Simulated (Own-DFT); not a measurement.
# A layer strained by its substrate: diamond-structure SiGeSn with randomly placed atoms, 64 atoms (Ge44Si16Sn4)

Source: density functional calculations with Own-DFT, an unreviewed in-house program that is no longer used. Nothing was measured or relaxed, and spin and spin-orbit coupling are left out.

Settings: PBE; PseudoDojo norm-conserving scalar-relativistic files; cutoff 49 hartree; 3 x 3 x 3 k mesh centred on Gamma; Fermi-Dirac smearing of 0.1 eV.

Caveats: forces on such cells moved up to 12 meV/angstrom on a denser k mesh; stress not checked against mesh or cutoff.

Unstrained cell vectors in Å: (11.306, 0.000, 0.000); (0.000, 11.306, 0.000); (0.000, 0.000, 11.306). The unstrained cell has measured lattice constants (interpolated for alloys), not those of this functional. That, the random moves and any unrelaxed bonds set the pressure at no strain. Each run strains x and y alike by e, as a substrate would, and holds the height along z. All atoms carry random offsets, Gaussian with a width of 0.05 Å per axis. The random placing of the alloy's atoms differs from row to row. Stress is positive in tension.

| e (%) | u (Å) | (s_xx + s_yy)/2 (GPa) | s_zz (GPa) |
|---|---|---|---|
| -2.50 | 0.053 | -9.32 | -7.37 |
| -2.25 | 0.050 | -9.06 | -7.37 |
| -2.00 | 0.048 | ? | ? |
| -1.50 | 0.052 | -7.28 | -6.23 |
| -1.25 | 0.049 | -6.69 | -5.77 |
| 0.50 | 0.050 | -3.50 | -3.56 |
| 0.75 | 0.051 | -2.92 | -3.40 |
| 1.75 | 0.050 | -1.28 | -2.45 |
| 2.00 | 0.052 | -1.10 | -2.44 |
| 3.00 | 0.049 | 0.39 | -1.55 |

## Fit

With e as a fraction, the in-plane stress is -4.3 + 183 e - 888 e² GPa (errors 2 and 145, scatter 0.12), and s_zz is -4.2 + 113 e - 825 e² GPa (slope ± 3, scatter 0.14). At e = 0 the first slope is C11 + C12 and the second 2 C12, both with the ions held to the strained lattice and at the cell's own pressure. The term in e² is negative: the layer stiffens under compression and softens under tension. A free layer would change its height as e changes, and the in-plane slope would drop by 2 C12²/C11 to the biaxial modulus. At fixed height, a misfit of 1 % moves the in-plane stress by about 1.8 GPa and s_zz by 1.1 GPa.

## Test on the hidden row

Asked: what are the two stresses at e = -2.00 %?

Estimate: -8.3 and -6.8 GPa. The run itself gave -8.31 and -7.01 GPa.
